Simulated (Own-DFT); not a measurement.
# Response to strain: 3C SiC, 64 atoms (C32Si32)

Source: density functional calculations with Own-DFT, an unreviewed in-house program that is no longer used. Nothing was measured or relaxed, and spin and spin-orbit coupling are left out.

Settings: PBE; PseudoDojo norm-conserving scalar-relativistic files; cutoff 42 hartree; 4 x 4 x 4 k mesh centred on Gamma; Fermi-Dirac smearing of 0.1 eV.

Keep in mind: forces on such cells passed a denser k mesh, each cell not checked; stress not checked against mesh or cutoff.

Unstrained cell vectors in Å: (8.719, 0.000, 0.000); (0.000, 8.719, 0.000); (0.000, 0.000, 8.719). The unstrained cell has measured lattice constants (interpolated for alloys), not those of this functional. That, the random moves and any unrelaxed bonds set the pressure at no strain. Each run strains this cell uniformly, with the atoms carried along. Each coordinate of each atom was shifted by a normal deviate of width 0.05 Å. Strains are tensor components in per cent; tension counts as positive stress, and P is minus the mean normal stress.

| run | e_xx (%) | e_yy (%) | e_zz (%) | e_yz (%) | e_xz (%) | e_xy (%) | s_xx (GPa) | s_yy (GPa) | s_zz (GPa) | s_yz (GPa) | s_xz (GPa) | s_xy (GPa) | P (GPa) | E (meV/atom) |
|---|---|---|---|---|---|---|---|---|---|---|---|---|---|---|
| 1 | 0.24 | 1.44 | 1.84 | 0.43 | 1.92 | 1.33 | -1.31 | 2.13 | 2.87 | 0.89 | 9.22 | 6.98 | -1.23 | 25.3 |
| 2 | 1.94 | -1.54 | 1.12 | 1.82 | -1.49 | 1.03 | 1.42 | -7.33 | -1.29 | 8.39 | -7.87 | 4.77 | 2.40 | 21.8 |
| 3 | 0.55 | 0.78 | -0.74 | -1.67 | -0.61 | 1.94 | -3.75 | -3.56 | -6.63 | -9.95 | -3.82 | 9.07 | 4.65 | 14.2 |
| 4 | -1.44 | 0.55 | 0.57 | 1.81 | -1.53 | 1.16 | -10.31 | -5.03 | -5.74 | 10.47 | -9.22 | 8.11 | 7.03 | 30.5 |
| 5 | -1.43 | 0.89 | -1.55 | 1.58 | -0.49 | -0.25 | -12.42 | -6.17 | -13.15 | 7.06 | -3.21 | -0.66 | 10.58 | 33.9 |
| 6 | 1.89 | -1.85 | -1.79 | 1.39 | -1.23 | 0.88 | -3.05 | -13.03 | -13.06 | 7.88 | -7.54 | 4.62 | 9.71 | 20.7 |
| 7 | -1.24 | -0.17 | 0.59 | 1.99 | 0.33 | 1.77 | -10.35 | -8.04 | -5.19 | 10.86 | 1.90 | 10.81 | 7.86 | 36.7 |
| 8 | 0.90 | 0.93 | 1.25 | 0.24 | -1.49 | 0.54 | -0.71 | 0.21 | 0.35 | 3.95 | -10.04 | 5.16 | 0.05 | 22.8 |
| 9 | 1.83 | 0.78 | -1.49 | -0.27 | 0.38 | 0.91 | 0.92 | -1.95 | -7.46 | -2.40 | 3.74 | 5.85 | 2.83 | 1.9 |
| 10 | 1.21 | 0.41 | -0.40 | -1.13 | -1.02 | -1.71 | -0.87 | -2.91 | -4.78 | -6.44 | -6.23 | -9.17 | 2.85 | 0.0 |
| 11 | -1.36 | -1.42 | 1.96 | -0.51 | 1.59 | -0.80 | -10.24 | -9.99 | -1.17 | -2.76 | 8.68 | -4.54 | 7.14 | 2.1 |
| 12 | 0.65 | 0.26 | 1.18 | 1.04 | 0.06 | -0.14 | -1.37 | -2.10 | -0.19 | 6.78 | -1.11 | -0.12 | 1.22 | 4.2 |
| 13 | 0.22 | -0.59 | 0.65 | -1.86 | -0.93 | 1.94 | -4.80 | -6.96 | -4.07 | -10.32 | -4.39 | 9.75 | 5.28 | 17.8 |
| 14 | -0.50 | 1.09 | -1.33 | -1.61 | 0.43 | 0.32 | -7.74 | -4.04 | -10.15 | -9.78 | 2.23 | 3.08 | 7.31 | 7.9 |
| 15 | 0.86 | -0.17 | -1.91 | -1.65 | 1.41 | 0.51 | -5.02 | -7.86 | -12.23 | -9.54 | 7.93 | 1.97 | 8.37 | 11.5 |
| 16 | 1.29 | -0.86 | 0.12 | -1.32 | 1.38 | 0.29 | ? | ? | ? | ? | ? | ? | ? | ? |

The last column gives the free energy per atom over the lowest of the runs shown.

## What the rows give

Least squares on the runs shown: each stress against a constant and the strains, taken as fractions with shears doubled. Shear strains stay in the fit of a normal stress only where such slopes are resolved. The slopes, in GPa:

| stress | at no strain | per e_xx | per e_yy | per e_zz | scatter |
|---|---|---|---|---|---|
| s_xx | -5.9 | 390 ± 9 | 112 ± 10 | 114 ± 8 | 0.39 |
| s_yy | -5.8 | 136 ± 9 | 377 ± 10 | 132 ± 8 | 0.39 |
| s_zz | -5.9 | 132 ± 14 | 121 ± 16 | 378 ± 12 | 0.59 |

The slope of each shear stress on twice its own strain, from a fit on all six strains: yz 270 ± 13, xz 282 ± 12, xy 260 ± 13 GPa. These are stiffnesses along x, y and z of the frame in which the cell vectors are given, which need not be the crystal's axes. The atoms are held to the strained lattice; where symmetry lets them move under strain, relaxing them would lower some slopes. Slopes across the diagonal should nearly agree, so their difference gauges the noise. A ninth of the table's sum, 210 ± 6 GPa, estimates the bulk modulus near the mean pressure of these runs, 5.1 GPa, so it lies above the value at zero pressure.

## Test on the hidden row

Asked: what normal stresses and pressure should run 16 give?

The fitted form gives s_xx = -1.7, s_yy = -7.2, s_zz = -4.8 and P = 4.6 GPa. DFT gave -1.36, -6.63, -4.32 and P = 4.10 GPa.
